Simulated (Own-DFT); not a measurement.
# Two functionals across a range of volumes: C40 NbSi2, 36 atoms (Nb12Si24)

Source: density functional calculations with Own-DFT, an unreviewed in-house program that is no longer used. Nothing was measured or relaxed, and spin and spin-orbit coupling are left out.

Known weak points: forces on such cells failed a check on a denser k mesh; stress not checked against mesh or cutoff.

Each geometry was run with PBE and with PBEsol, otherwise alike: PseudoDojo norm-conserving scalar-relativistic files made for PBE; cutoff 42 hartree; 4 x 4 x 5 k mesh centred on Gamma; cold (Marzari-Vanderbilt) smearing of 0.2 eV. Unstrained cell vectors in Å: (0.000, 8.324, 0.000); (-9.613, 0.000, 0.000); (0.000, 0.000, 6.586). Each has a uniform strain, of which the change of volume is shown, and random moves of rms u per axis.

```
run,volume change (%),u (Å),P with PBE (GPa),P with PBEsol (GPa)
1,-1.95,0.0514,7.14,3.40
2,-0.09,0.0528,3.60,-0.06
3,4.73,0.0511,-5.15,-8.60
4,-0.08,0.0540,3.19,-0.47
5,-0.77,0.0458,4.41,0.72
6,1.21,0.0491,0.43,-3.16
7,0.50,0.0433,1.06,-2.57
8,-0.55,0.0487,3.56,-0.12
9,-4.00,0.0527,11.23,7.39
10,-1.92,0.0504,6.99,3.26
11,1.25,0.0467,0.32,?
```

The question: by how much does PBEsol shrink this cell, and what belongs in the blank?

## Solution

Write v for the change of volume as a fraction. Fitted to v and u², the PBE pressure has a slope of -188 ± 6 GPa in v, with the ions held to the strained lattice. The difference PBEsol less PBE is -3.65 + 4.4 v GPa (slope ± 0.1) and averages -3.67 GPa. Divided by the mean slope of the two, 186 GPa, that makes PBEsol's volume at a given pressure, near 2 GPa, about 2.0 % smaller, or 0.66 % in lengths. At one volume PBEsol's slope is the smaller by 4 GPa, but its pressure there is lower too. If stiffness rises by about 4 GPa for each GPa, PBEsol at equal pressure is stiffer by about 10 GPa. Files made for PBEsol would give a different shift.

For run 11 the line gives -3.28 GPa. Computed: -3.28 GPa.
